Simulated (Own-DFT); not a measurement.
# Shaking the atoms of 4H SiC, 128 atoms (C64Si64)

These are calculations, not measurements. They come from Own-DFT, an in-house plane-wave density functional program, since retired, whose code no person has reviewed. Each row is one single-point run on a periodic cell that was not relaxed, without spin or spin-orbit coupling.

Settings of every run: PBE; PseudoDojo norm-conserving scalar-relativistic files; cutoff 42 hartree; 3 x 3 x 3 k mesh centred on Gamma; Fermi-Dirac smearing of 0.1 eV.

Known limits, some of them of some rows only: some atoms lie very close together; forces on such cells passed a denser k mesh, each cell not checked; stress not checked against mesh or cutoff.

Cell vectors in Å: (12.331, 0.000, 0.000); (-6.165, 10.679, 0.000); (0.000, 0.000, 10.068). In each run every atom was moved at random and independently from its ideal site; u is the rms move along one axis. E is the free energy for each atom above the fitted value at u = 0, and F the rms of the force components.

```
run   u (Å)  E (meV/atom)  F (eV/Å)  largest force (eV/Å)  P (GPa)
  1  0.0293          32.2     0.844                  3.16     3.72
  2  0.0298          35.1     0.912                  3.73     3.76
  3  0.0303          35.2     0.896                  3.52     3.76
  4  0.0586         132.5     1.789                  6.44     6.15
  5  0.0596             ?         ?                     ?        ?
  6  0.0963         334.3     2.970                 12.21    10.80
  7  0.0998         385.4     3.486                 18.90    12.32
  8  0.1060         452.6     3.973                 23.48    13.60
```

## Worked fit

For small independent moves the energy grows as E = (3/2) K u², with K the mean stiffness felt by one atom. The runs with u up to 0.11 Å give K = 25.6 ± 0.6 eV/Å², with residuals divided by u² + 0.0006 Å², since the noise grows with the moves. The scatter is 4.1 meV/atom at u = 0.05 Å. The forces follow F = G u with G = 31.9 eV/Å²; no force at u = 0 is resolved. G exceeds K because the moves of its neighbours add to the force on an atom, and stiffness differs between atoms. The pressure follows P = 2.91 + 922 u² GPa: at fixed volume, shortened bonds push harder than stretched ones pull.

## Withheld run

Question: what energy and rms force should run 5 give?

The fit gives 137 ± 6 meV/atom and about 1.90 eV/Å. The calculation gave 136.9 meV/atom and 1.862 eV/Å.
